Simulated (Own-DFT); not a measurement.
# Computed records: SiC (2H silicon carbide, strained, atoms displaced)

Computed with Own-DFT development build. A calculation, not a measurement: plane-wave PBE density functional theory by an unreviewed code, no spin, of a simulated periodic cell, stress positive in tension, free energy of the whole cell less one offset for each atom, forces on such cells passed a denser k mesh, this cell's mesh not checked; offsets are fitted by least squares, one for each functional and potential file, so energies compare only between cells with the same atoms and settings and are not formation energies; the far tail of each file's local potential was reset to the Coulomb form; each entry is a single point on an unrelaxed cell, so the pressure reflects the starting lattice, mostly measured values (interpolated for alloys), from which strain is counted, and rises with the displacements; printed positions are rounded, which can move forces by about a meV/angstrom; the program, named Own-DFT, is a retired in-house code; no spin-orbit coupling.

Settings shared by all entries: functional PBE; potential files PseudoDojo norm-conserving, scalar-relativistic, standard set; wave cutoff 42 hartree; occupations Fermi-Dirac; smearing width 0.1 eV; hardware one NVIDIA H100; k mesh 4 x 4 x 3 centred on Gamma.

(1) SiC (2H silicon carbide, strained, atoms displaced)

```cif
# cell vector a (Å): 9.1044 -0.0976 0.0859
# cell vector b (Å): -4.6367 8.0105 -0.1998
# cell vector c (Å): 0.0935 -0.1972 10.1810
data_SiC
_symmetry_space_group_name_H-M 'P 1'
_symmetry_Int_Tables_number 1
_cell_length_a 9.1053
_cell_length_b 9.2578
_cell_length_c 10.1833
_cell_angle_alpha 92.461
_cell_angle_beta 88.922
_cell_angle_gamma 120.682
_cell_volume 737.56
loop_
_atom_site_label
_atom_site_type_symbol
_atom_site_fract_x
_atom_site_fract_y
_atom_site_fract_z
_atom_site_occupancy
Si1 Si 0.00536 0.01485 0.00011 1
Si2 Si 0.09925 0.21286 0.24646 1
C1 C 0.99004 0.98422 0.20225 1
C2 C 0.11726 0.22673 0.42492 1
Si3 Si 0.00803 0.00858 0.50139 1
Si4 Si 0.12080 0.22623 0.74218 1
C3 C 0.98988 0.99833 0.68264 1
C4 C 0.10166 0.22223 0.93804 1
Si5 Si 0.00934 0.33487 0.00393 1
Si6 Si 0.10489 0.55618 0.24732 1
C5 C 0.00564 0.33211 0.18427 1
C6 C 0.09740 0.55414 0.44470 1
Si7 Si 0.00772 0.32512 0.49774 1
Si8 Si 0.10878 0.54800 0.75681 1
C7 C 0.99935 0.33605 0.68718 1
C8 C 0.11122 0.55620 0.93417 1
Si9 Si 0.99627 0.66472 0.00528 1
Si10 Si 0.11443 0.88453 0.25060 1
C9 C 0.99588 0.65775 0.18649 1
C10 C 0.10155 0.88103 0.43254 1
Si11 Si 0.00360 0.66325 0.50329 1
Si12 Si 0.10386 0.87707 0.75014 1
C11 C 0.99860 0.68036 0.68457 1
C12 C 0.11977 0.88929 0.93801 1
Si13 Si 0.32648 0.98797 0.00096 1
Si14 Si 0.44861 0.22297 0.26020 1
C13 C 0.33482 0.00002 0.17860 1
C14 C 0.43395 0.21238 0.43860 1
Si15 Si 0.32738 0.00225 0.50157 1
Si16 Si 0.43926 0.22562 0.75140 1
C15 C 0.33221 0.00084 0.68902 1
C16 C 0.44566 0.22031 0.93817 1
Si17 Si 0.33570 0.33257 0.99032 1
Si18 Si 0.43834 0.55118 0.24764 1
C17 C 0.32985 0.33552 0.18462 1
C18 C 0.45135 0.56115 0.43713 1
Si19 Si 0.34120 0.33553 0.49421 1
Si20 Si 0.43686 0.54745 0.74891 1
C19 C 0.32568 0.32306 0.69401 1
C20 C 0.45011 0.56614 0.93467 1
Si21 Si 0.32380 0.65607 0.99866 1
Si22 Si 0.44532 0.88373 0.24422 1
C21 C 0.32795 0.66457 0.18260 1
C22 C 0.44739 0.88521 0.44582 1
Si23 Si 0.34396 0.67752 0.50916 1
Si24 Si 0.43706 0.87470 0.74606 1
C23 C 0.33417 0.66649 0.68574 1
C24 C 0.43005 0.88124 0.94289 1
Si25 Si 0.66958 0.00151 0.00327 1
Si26 Si 0.78587 0.23310 0.24002 1
C25 C 0.66459 0.00345 0.18496 1
C26 C 0.76895 0.22957 0.43888 1
Si27 Si 0.66584 0.99701 0.49932 1
Si28 Si 0.77494 0.22242 0.74940 1
C27 C 0.67389 0.00243 0.68645 1
C28 C 0.77823 0.22113 0.93887 1
Si29 Si 0.66416 0.32756 0.00050 1
Si30 Si 0.77034 0.55270 0.25169 1
C29 C 0.67486 0.33876 0.18655 1
C30 C 0.77761 0.54619 0.43236 1
Si31 Si 0.67813 0.34340 0.50116 1
Si32 Si 0.78190 0.55345 0.75550 1
C31 C 0.66539 0.32671 0.69319 1
C32 C 0.78758 0.56294 0.94037 1
Si33 Si 0.66431 0.66704 0.00133 1
Si34 Si 0.77521 0.88255 0.25571 1
C33 C 0.66059 0.66140 0.17855 1
C34 C 0.76738 0.87987 0.43909 1
Si35 Si 0.65757 0.66522 0.49664 1
Si36 Si 0.79147 0.89086 0.74842 1
C35 C 0.66706 0.66934 0.69384 1
C36 C 0.77625 0.89122 0.94350 1
```

The calculation gives: free energy of cell above offsets -3.114 eV; pressure 8.76 GPa; stress xx -14.08 GPa; stress yy -9.7 GPa; stress zz -2.51 GPa; stress yz -7.09 GPa; stress xz 3.87 GPa; stress xy -4.38 GPa; wall time 359.2 s.

Force:
```tsv
element	x (eV/Å)	y (eV/Å)	z (eV/Å)
Si	0.545	-3.534	1.05
Si	1.904	0.499	-0.674
C	1.258	2.084	-2.712
C	0.476	-0.869	2.454
Si	-1.07	-1.799	-1.465
Si	-5.269	-2.56	2.288
C	4.477	2.068	-0.157
C	3.168	0.476	-1.794
Si	-3.087	0.772	-1.086
Si	1.172	-0.301	1.7
C	-0.368	0.388	0.407
C	4.974	-1.343	-1.832
Si	-3.644	2.083	0.342
Si	-0.706	1.895	-2.051
C	1.324	-1.084	-0.484
C	-0.812	-1.36	1.265
Si	1.377	1.263	-0.513
Si	-0.434	0.002	-0.45
C	-0.708	1.034	0.272
C	0.999	0.609	1.264
Si	-3.185	1.568	-0.244
Si	0.322	4.982	1.271
C	1.365	-5.179	-0.064
C	-3.715	-0.874	-0.422
Si	0.649	2.836	-0.365
Si	-0.699	-0.201	-3.133
C	0.106	-0.036	2.966
C	1.592	1.609	0.562
Si	1.084	-1.862	0.388
Si	2.35	-1.812	0.741
C	-0.223	-0.634	-0.315
C	-0.687	-0.604	-0.523
Si	-0.421	0.742	1.91
Si	-0.312	0.85	-0.222
C	0.682	-1.794	0.051
C	-2.597	-2.031	-0.659
Si	-1.328	0.371	0.529
Si	0.841	2.171	0.411
C	2.393	2.851	-3.059
C	-0.536	-2.652	-0.411
Si	0.76	2.364	0.225
Si	-1.057	0.94	1.093
C	0.486	-0.775	0.926
C	-2.016	0.896	-2.134
Si	-1.663	-2.253	-2.197
Si	0.348	4.16	1.893
C	-0.08	-2.758	0.885
C	3.035	-0.536	-1.596
Si	-1.652	-0.368	-1.091
Si	-0.967	-1.676	2.199
C	1.618	-0.111	1.066
C	4.297	-2.45	-1.471
Si	-0.074	1.898	0.676
Si	0.891	-1.068	0.799
C	-0.551	-1.256	0.421
C	0.408	0.147	-0.026
Si	0.308	1.46	0.016
Si	0.517	0.816	-0.768
C	-1.305	-1.144	-0.177
C	-1.619	2.325	1.028
Si	-2.222	-1.412	1.319
Si	-1.314	0.499	-0.555
C	-0.98	1.75	-1.174
C	-1.994	-1.932	-0.485
Si	1.25	0.974	-1.131
Si	-1.997	-0.298	-0.784
C	0.104	0.036	2.612
C	1.396	1.488	-0.319
Si	3.97	0.587	2.118
Si	-4.892	-0.862	1.906
C	0.309	-1.854	-1.3
C	1.427	-0.211	-1.208
```

(2) SiC (2H silicon carbide, strained, atoms displaced)

```cif
# cell vector a (Å): 9.0694 -0.0796 0.0547
# cell vector b (Å): -4.6036 8.1101 -0.0103
# cell vector c (Å): 0.0595 0.0214 10.1926
data_SiC
_symmetry_space_group_name_H-M 'P 1'
_symmetry_Int_Tables_number 1
_cell_length_a 9.0699
_cell_length_b 9.3256
_cell_length_c 10.1928
_cell_angle_alpha 90.124
_cell_angle_beta 89.321
_cell_angle_gamma 120.084
_cell_volume 745.94
loop_
_atom_site_label
_atom_site_type_symbol
_atom_site_fract_x
_atom_site_fract_y
_atom_site_fract_z
_atom_site_occupancy
Si1 Si 0.99953 0.00795 0.00469 1
Si2 Si 0.11654 0.22689 0.25645 1
C1 C 0.99883 0.00140 0.19045 1
C2 C 0.10745 0.22228 0.43480 1
Si3 Si 0.99993 0.99693 0.50060 1
Si4 Si 0.11373 0.21241 0.74529 1
C3 C 0.00366 0.99540 0.68752 1
C4 C 0.11787 0.22551 0.93327 1
Si5 Si 0.00670 0.33062 0.00250 1
Si6 Si 0.11510 0.55621 0.24199 1
C5 C 0.00010 0.33760 0.18957 1
C6 C 0.10914 0.56191 0.43617 1
Si7 Si 0.00705 0.33904 0.50400 1
Si8 Si 0.11283 0.55340 0.74529 1
C7 C 0.99892 0.32445 0.69212 1
C8 C 0.10597 0.55179 0.93694 1
Si9 Si 0.00306 0.66349 0.00009 1
Si10 Si 0.10659 0.88787 0.25448 1
C9 C 0.00130 0.66742 0.19100 1
C10 C 0.11253 0.89576 0.44082 1
Si11 Si 0.00105 0.66475 0.50321 1
Si12 Si 0.11204 0.89891 0.75440 1
C11 C 0.99362 0.66214 0.68973 1
C12 C 0.12046 0.89213 0.94042 1
Si13 Si 0.33740 0.00304 0.00462 1
Si14 Si 0.44908 0.22763 0.25421 1
C13 C 0.33624 0.00224 0.18801 1
C14 C 0.44644 0.22254 0.43426 1
Si15 Si 0.32447 0.00311 0.49070 1
Si16 Si 0.42518 0.21379 0.74724 1
C15 C 0.33449 0.99968 0.68163 1
C16 C 0.44320 0.22540 0.93632 1
Si17 Si 0.33282 0.33178 0.00479 1
Si18 Si 0.45354 0.56144 0.24320 1
C17 C 0.32458 0.32221 0.18468 1
C18 C 0.44032 0.55249 0.44472 1
Si19 Si 0.33168 0.33479 0.49614 1
Si20 Si 0.44937 0.55641 0.74368 1
C19 C 0.33100 0.33159 0.68704 1
C20 C 0.44543 0.55263 0.93173 1
Si21 Si 0.31444 0.65026 0.99815 1
Si22 Si 0.45898 0.89126 0.25360 1
C21 C 0.33535 0.67305 0.19677 1
C22 C 0.44597 0.88110 0.43968 1
Si23 Si 0.32535 0.66360 0.48828 1
Si24 Si 0.43717 0.88629 0.74844 1
C23 C 0.33878 0.67445 0.69186 1
C24 C 0.43673 0.87813 0.93121 1
Si25 Si 0.67042 0.99921 0.99944 1
Si26 Si 0.78841 0.22721 0.24512 1
C25 C 0.66889 0.99696 0.17917 1
C26 C 0.77823 0.21884 0.43233 1
Si27 Si 0.65822 0.99310 0.50220 1
Si28 Si 0.77175 0.22280 0.75364 1
C27 C 0.66108 0.99953 0.69276 1
C28 C 0.77704 0.21745 0.93685 1
Si29 Si 0.67039 0.33567 0.99570 1
Si30 Si 0.78883 0.54998 0.25991 1
C29 C 0.66917 0.34124 0.18109 1
C30 C 0.76595 0.54763 0.43437 1
Si31 Si 0.66705 0.33399 0.50108 1
Si32 Si 0.77557 0.56407 0.74543 1
C31 C 0.64887 0.32528 0.69313 1
C32 C 0.77934 0.56077 0.93138 1
Si33 Si 0.66713 0.65851 0.00503 1
Si34 Si 0.78078 0.90007 0.24890 1
C33 C 0.66747 0.66572 0.17925 1
C34 C 0.77608 0.88015 0.43279 1
Si35 Si 0.66459 0.66467 0.49764 1
Si36 Si 0.77388 0.86935 0.75482 1
C35 C 0.66992 0.66586 0.68518 1
C36 C 0.77084 0.89315 0.93534 1
```

Results for SiC (2H silicon carbide, strained, atoms displaced): free energy of cell above offsets -5.981 eV; pressure 5.12 GPa; stress xx -14.37 GPa; stress yy -0.53 GPa; stress zz -0.45 GPa; stress yz 0.77 GPa; stress xz 2.44 GPa; stress xy -4.55 GPa; wall time 356.1 s.

Force:
```tsv
element	x (eV/Å)	y (eV/Å)	z (eV/Å)
Si	0.84	-1.242	-1.033
Si	-1.443	-1.151	-1.215
C	0.584	0.98	-0.052
C	0.632	-0.191	1.399
Si	-1.37	0.646	0.055
Si	-2.022	0.965	1.144
C	-1.883	0.196	-0.523
C	-0.532	-0.878	0.601
Si	-1.509	-0.011	-1.142
Si	-1.154	0.363	1.971
C	2.669	0.296	-1.094
C	0.023	-1.855	-0.781
Si	-1.413	-0.918	-0.33
Si	-0.391	-0.339	0.819
C	-0.269	1.141	-0.882
C	-0.648	-1.594	-0.439
Si	-1.505	1.256	-0.113
Si	0.961	0.491	-0.955
C	0.82	0.428	-0.64
C	-0.882	-2.516	-1.315
Si	-1.544	0.784	0.134
Si	2.383	-2.389	0.016
C	1.31	1.133	-0.646
C	-2.079	-0.394	0.117
Si	0.888	-0.081	-0.881
Si	0.043	-1.009	-1.806
C	0.474	-0.056	1.371
C	-0.753	0.295	0.564
Si	3.455	0.164	1.899
Si	2.124	0.199	1.082
C	-1.37	-0.136	-0.167
C	0.474	-0.871	0.16
Si	0.646	0.432	-1.71
Si	-1.198	-1.54	1.152
C	1.211	2.508	1.034
C	0.083	0.251	-1.952
Si	0.529	-0.737	0.755
Si	-1.674	-0.568	1.197
C	-0.189	0.865	-1.524
C	-0.478	-0.326	1.223
Si	3.331	3.153	0.202
Si	-2.788	0.18	-0.453
C	1.38	-0.84	-2.072
C	-1.924	1.082	-1.222
Si	1.43	0.624	2.678
Si	0.539	0.825	0.544
C	-0.066	-1.986	-2.089
C	-0.111	0.817	2.001
Si	-2.691	-0.398	-1.396
Si	-3.091	-1.404	0.698
C	0.237	1.893	1.264
C	-0.089	0.283	0.868
Si	1.726	1.243	0.921
Si	0.186	-0.88	-0.651
C	1.603	-0.355	-1.007
C	0.169	0.832	0.903
Si	-0.501	0.136	-0.377
Si	-2.688	0.318	-2.886
C	1.131	-0.82	1.032
C	1.532	0.975	1.921
Si	0.31	-1.29	0.641
Si	1.259	-3.281	1.33
C	1.762	1.828	-1.183
C	0.882	-0.605	0.548
Si	-1.236	1.487	-2.174
Si	0.559	-2.594	-0.165
C	1.469	0.859	2.867
C	-0.621	1.056	0.907
Si	-0.126	0.157	-0.011
Si	-1.754	3.971	-0.419
C	-0.861	0.024	-1.351
C	3.195	-1.879	0.638
```

(3) SiC (2H silicon carbide, strained, atoms displaced)

```cif
# cell vector a (Å): 9.3021 0.0821 0.0172
# cell vector b (Å): -4.5799 7.8092 0.0819
# cell vector c (Å): 0.0188 0.1138 10.1802
data_SiC
_symmetry_space_group_name_H-M 'P 1'
_symmetry_Int_Tables_number 1
_cell_length_a 9.3025
_cell_length_b 9.0535
_cell_length_c 10.1809
_cell_angle_alpha 88.983
_cell_angle_beta 89.783
_cell_angle_gamma 119.882
_cell_volume 743.24
loop_
_atom_site_label
_atom_site_type_symbol
_atom_site_fract_x
_atom_site_fract_y
_atom_site_fract_z
_atom_site_occupancy
Si1 Si 0.00284 0.99797 0.00284 1
Si2 Si 0.10985 0.22446 0.24735 1
C1 C 0.01110 0.01360 0.19083 1
C2 C 0.11879 0.22690 0.43625 1
Si3 Si 0.00259 0.00900 0.49594 1
Si4 Si 0.10411 0.22171 0.73800 1
C3 C 0.99952 0.99855 0.69128 1
C4 C 0.11172 0.21133 0.93256 1
Si5 Si 0.00339 0.34297 0.99941 1
Si6 Si 0.10848 0.55142 0.25452 1
C5 C 0.99644 0.34052 0.18637 1
C6 C 0.10970 0.54153 0.42929 1
Si7 Si 0.99754 0.33500 0.48988 1
Si8 Si 0.11072 0.55068 0.74052 1
C7 C 0.99118 0.31520 0.67565 1
C8 C 0.11288 0.56468 0.94035 1
Si9 Si 0.99776 0.67209 0.99364 1
Si10 Si 0.10971 0.88659 0.25228 1
C9 C 0.00336 0.66441 0.17590 1
C10 C 0.11205 0.89780 0.43430 1
Si11 Si 0.00797 0.66708 0.49704 1
Si12 Si 0.10412 0.88741 0.74803 1
C11 C 0.00752 0.66303 0.69273 1
C12 C 0.10574 0.89505 0.93763 1
Si13 Si 0.33227 0.99874 0.00733 1
Si14 Si 0.44204 0.22086 0.24115 1
C13 C 0.34008 0.00538 0.18861 1
C14 C 0.43593 0.22100 0.44284 1
Si15 Si 0.33800 0.99862 0.50575 1
Si16 Si 0.44496 0.22768 0.75575 1
C15 C 0.32931 0.00711 0.67622 1
C16 C 0.44716 0.22180 0.93976 1
Si17 Si 0.32817 0.32644 0.99516 1
Si18 Si 0.43388 0.54770 0.24532 1
C17 C 0.32064 0.33574 0.18121 1
C18 C 0.44938 0.56005 0.43578 1
Si19 Si 0.34144 0.34291 0.49495 1
Si20 Si 0.44929 0.55172 0.76108 1
C19 C 0.34211 0.32946 0.68252 1
C20 C 0.44426 0.55134 0.93443 1
Si21 Si 0.33246 0.66953 0.00132 1
Si22 Si 0.44916 0.89088 0.25528 1
C21 C 0.34107 0.67610 0.18397 1
C22 C 0.43452 0.88090 0.44016 1
Si23 Si 0.32970 0.66172 0.51319 1
Si24 Si 0.44046 0.88782 0.76445 1
C23 C 0.34332 0.67032 0.68226 1
C24 C 0.45200 0.88492 0.93712 1
Si25 Si 0.66559 0.00761 0.01072 1
Si26 Si 0.77303 0.21820 0.25168 1
C25 C 0.67049 0.00006 0.18528 1
C26 C 0.78014 0.22428 0.43912 1
Si27 Si 0.67137 0.99625 0.49589 1
Si28 Si 0.77507 0.22526 0.74754 1
C27 C 0.65754 0.99046 0.68990 1
C28 C 0.78175 0.22694 0.93834 1
Si29 Si 0.67878 0.32917 0.00172 1
Si30 Si 0.78449 0.55899 0.24994 1
C29 C 0.66724 0.34025 0.17984 1
C30 C 0.78041 0.55140 0.42838 1
Si31 Si 0.65812 0.34629 0.49869 1
Si32 Si 0.76923 0.54886 0.74253 1
C31 C 0.65693 0.33614 0.68683 1
C32 C 0.78722 0.55513 0.93221 1
Si33 Si 0.67270 0.66206 0.00384 1
Si34 Si 0.77032 0.88186 0.25606 1
C33 C 0.68128 0.68446 0.19038 1
C34 C 0.77994 0.89090 0.44102 1
Si35 Si 0.66331 0.65769 0.50195 1
Si36 Si 0.77804 0.88439 0.74496 1
C35 C 0.67021 0.66412 0.69115 1
C36 C 0.77862 0.89313 0.94443 1
```

Results for SiC (2H silicon carbide, strained, atoms displaced): free energy of cell above offsets -4.146 eV; pressure 6.5 GPa; stress xx -0.69 GPa; stress yy -15.43 GPa; stress zz -3.4 GPa; stress yz 3.21 GPa; stress xz 0.32 GPa; stress xy 4.91 GPa; wall time 362.7 s.

Force:
```tsv
element	x (eV/Å)	y (eV/Å)	z (eV/Å)
Si	-2.493	0.341	0.555
Si	-0.814	0.948	0.827
C	-0.771	-3.133	-0.524
C	-0.895	1.012	-0.518
Si	0.503	-1.283	1.09
Si	3.157	-0.551	2.223
C	-0.912	-0.421	-2.203
C	-1.528	2.729	-0.474
Si	1.055	-1.482	-0.056
Si	0.529	1.623	-2.928
C	0.576	-1.677	0.069
C	-0.341	4.108	2.135
Si	0.767	-3.033	1.279
Si	1.627	-0.641	1.798
C	-1.791	3.016	0.481
C	0.995	-0.253	-1.788
Si	0.918	-0.333	0.178
Si	0.188	0.739	-1.03
C	-0.562	0.752	2.518
C	1.192	-1.465	0.871
Si	-0.783	0.103	0.198
Si	1.75	0.708	0.387
C	-2.453	0.018	-2.243
C	2.808	-0.666	-0.635
Si	-0.018	-0.438	-1.657
Si	-0.524	1.855	1.635
C	-0.393	-1.78	0.164
C	1.849	0.582	-2.461
Si	-1.4	0.242	-2.476
Si	0.215	-2.046	-0.751
C	0.826	-1.166	5.126
C	0.804	0.038	0.214
Si	-0.231	0.327	0.095
Si	1.327	2.456	0.566
C	2.295	-0.623	-0.1
C	-0.578	0.449	-0.381
Si	-0.901	-1.666	1.261
Si	-0.667	-0.134	-3.293
C	-3.093	1.628	0.479
C	0.035	0.696	2.545
Si	0.719	-1.315	-0.203
Si	-0.536	-0.086	-0.369
C	-0.846	-1.288	0.91
C	1.596	0.833	-0.401
Si	0.732	-0.035	-4.246
Si	-0.038	0.52	-4.318
C	-0.869	-1.154	4.059
C	-1.732	1.658	2.231
Si	1.914	-1.524	-3.012
Si	0.045	1.385	-0.057
C	-1.008	0.13	2.525
C	-1.555	-0.318	-0.637
Si	-2.584	0.379	1.898
Si	0.092	-1.487	-0.236
C	0.252	1.163	-0.373
C	1.313	-0.631	-0.952
Si	-3.057	1.682	-0.89
Si	-0.407	0.306	-1.823
C	0.156	-0.992	1.836
C	-0.006	2.363	1.742
Si	1.675	-3.733	0.285
Si	2.478	1.296	2.137
C	1.692	-0.921	-0.653
C	-1.65	-0.457	0.092
Si	-0.811	1.053	-0.699
Si	1.519	3.933	-0.028
C	-0.526	-5.433	-1.086
C	0.691	-0.997	-0.488
Si	0.229	1.413	-0.412
Si	-0.786	1.34	2.189
C	-1.163	-0.081	-1.341
C	0.203	-0.58	-0.855
```
